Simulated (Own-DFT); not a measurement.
# One host, several defects: D0_22 TiAl3

Everything here is calculated. The program is Own-DFT (plane waves, in-house, since retired, never reviewed by a person); positions were held fixed, and spin and spin-orbit coupling were off.

Method: PBE; PseudoDojo norm-conserving scalar-relativistic files; cutoff 42 hartree; 4 x 4 x 4 k mesh centred on Gamma; cold (Marzari-Vanderbilt) smearing of 0.2 eV.

Keep in mind: forces on such cells failed a check on a denser k mesh; stress not checked against mesh or cutoff.

All runs share one cell, with vectors in Å (-2.365, -6.981, 4.326); (-7.667, 3.491, 1.442); (-2.950, -3.488, -7.241) and a volume of 625.4 Å³. Atoms were moved at random from their sites; u is the rms move along one axis. The defect's site can differ from row to row.

```
                     cell   formula   u (Å)  P (GPa)
                no defect  Al30Ti10  0.0210     1.99
                no defect  Al30Ti10  0.0217     2.01
                no defect  Al30Ti10  0.0563     3.01
 two Al on a Ti site each   Al32Ti8  0.0278     2.88
 two Al on a Ti site each   Al32Ti8  0.0283     2.85
 two Al on a Ti site each   Al32Ti8  0.0502     3.38
two Ti on an Al site each  Al28Ti12  0.0298     3.18
two Ti on an Al site each  Al28Ti12  0.0496     3.77
two Ti on an Al site each  Al28Ti12  0.0532     3.93
         two Al vacancies  Al28Ti10  0.0288     1.10
         two Al vacancies  Al28Ti10  0.0311     1.19
         two Al vacancies  Al28Ti10  0.0457     1.53
         two Al vacancies  Al28Ti10  0.0522        ?
```

## Working it out

P = P0 + c u² + a shift for each defect gives P0 = 1.85 GPa, c = 356 ± 13 GPa/Å² and a scatter of 0.04 GPa. The shifts, and each times the cell's volume:

- two Ti on an Al site each: 1.04 ± 0.04 GPa, 4.1 eV (2.0 eV for each of its 2 sites)
- two Al on a Ti site each: 0.70 ± 0.03 GPa, 2.7 eV (1.4 eV for each of its 2 sites)
- two Al vacancies: -1.04 ± 0.03 GPa, -4.1 eV (-2.0 eV for each of its 2 sites)

Positive is outwards. The product with the volume (160.2 GPa Å³ to the eV) is nearly free of the cell's size; divided by the bulk modulus at the cell's pressure it gives the volume that the defect adds. The atoms around the defects weren't relaxed, which would change these numbers.

## Check

Q: what pressure belongs in the blank (two Al vacancies, u = 0.0522 Å)?

The fit gives 1.78 ± 0.05 GPa. DFT gave 1.80 GPa.
